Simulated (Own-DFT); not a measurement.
# Which defects push the lattice out? zincblende GaAs

Source: density functional calculations with Own-DFT, an unreviewed in-house program that is no longer used. Nothing was measured or relaxed, and spin and spin-orbit coupling are left out.

Settings: PBE; PseudoDojo norm-conserving scalar-relativistic files; cutoff 42 hartree; 3 x 3 x 3 k mesh centred on Gamma; Fermi-Dirac smearing of 0.1 eV.

Caveats (not all hold for every row): not probed for a lower state with spin; forces on such cells failed a check on a denser k mesh; forces not confirmed at this smearing and k mesh; forces on such cells passed a denser k mesh, each cell not checked; stress not checked against mesh or cutoff.

All runs share one cell, with vectors in Å (11.307, 0.000, 0.000); (0.000, 11.307, 0.000); (0.000, 0.000, 11.307) and a volume of 1445.4 Å³. Atoms were moved at random from their sites; u is the rms move along one axis. The defect's site can differ from row to row.

```
                    cell     formula   u (Å)  P (GPa)
               no defect    As32Ga32  0.0173     3.50
               no defect    As32Ga32  0.0182     3.50
               no defect    As32Ga32  0.0506     3.91
        two As vacancies    As30Ga32  0.0272     3.13
        two As vacancies    As30Ga32  0.0293     3.18
        two As vacancies    As30Ga32  0.0530     3.60
     one Al on a Ga site  AlAs32Ga31  0.0491     3.99
     one Al on a Ga site  AlAs32Ga31  0.0496     3.88
     one Al on a Ga site  AlAs32Ga31  0.0517     3.93
two As on a Ga site each    As34Ga30  0.0286     4.77
two As on a Ga site each    As34Ga30  0.0303        ?
two As on a Ga site each    As34Ga30  0.0306     4.84
two As on a Ga site each    As34Ga30  0.0314     4.80
     one P on an As site   As31Ga32P  0.0288     3.33
     one P on an As site   As31Ga32P  0.0303     3.35
     one P on an As site   As31Ga32P  0.0307     3.29
```

## Worked fit

P = P0 + c u² + a shift for each defect gives P0 = 3.43 GPa, c = 196 ± 17 GPa/Å² and a scatter of 0.04 GPa. The shifts, and each times the cell's volume:

- two As on a Ga site each: 1.20 ± 0.03 GPa, 10.8 eV (5.4 eV for each of its 2 sites)
- one Al on a Ga site: 0.02 ± 0.04 GPa, 0.1 eV (not resolved)
- one P on an As site: -0.28 ± 0.03 GPa, -2.5 eV
- two As vacancies: -0.41 ± 0.04 GPa, -3.7 eV (-1.8 eV for each of its 2 sites)

Positive is outwards. The product with the volume (160.2 GPa Å³ to the eV) is nearly free of the cell's size; divided by the bulk modulus at the cell's pressure it gives the volume that the defect adds. The atoms around the defects weren't relaxed, which would change these numbers.

## The run left out

Q: what pressure belongs in the blank (two As on a Ga site each, u = 0.0303 Å)?

Estimate: 4.80 ± 0.05 GPa. The hidden result is 4.81 GPa.
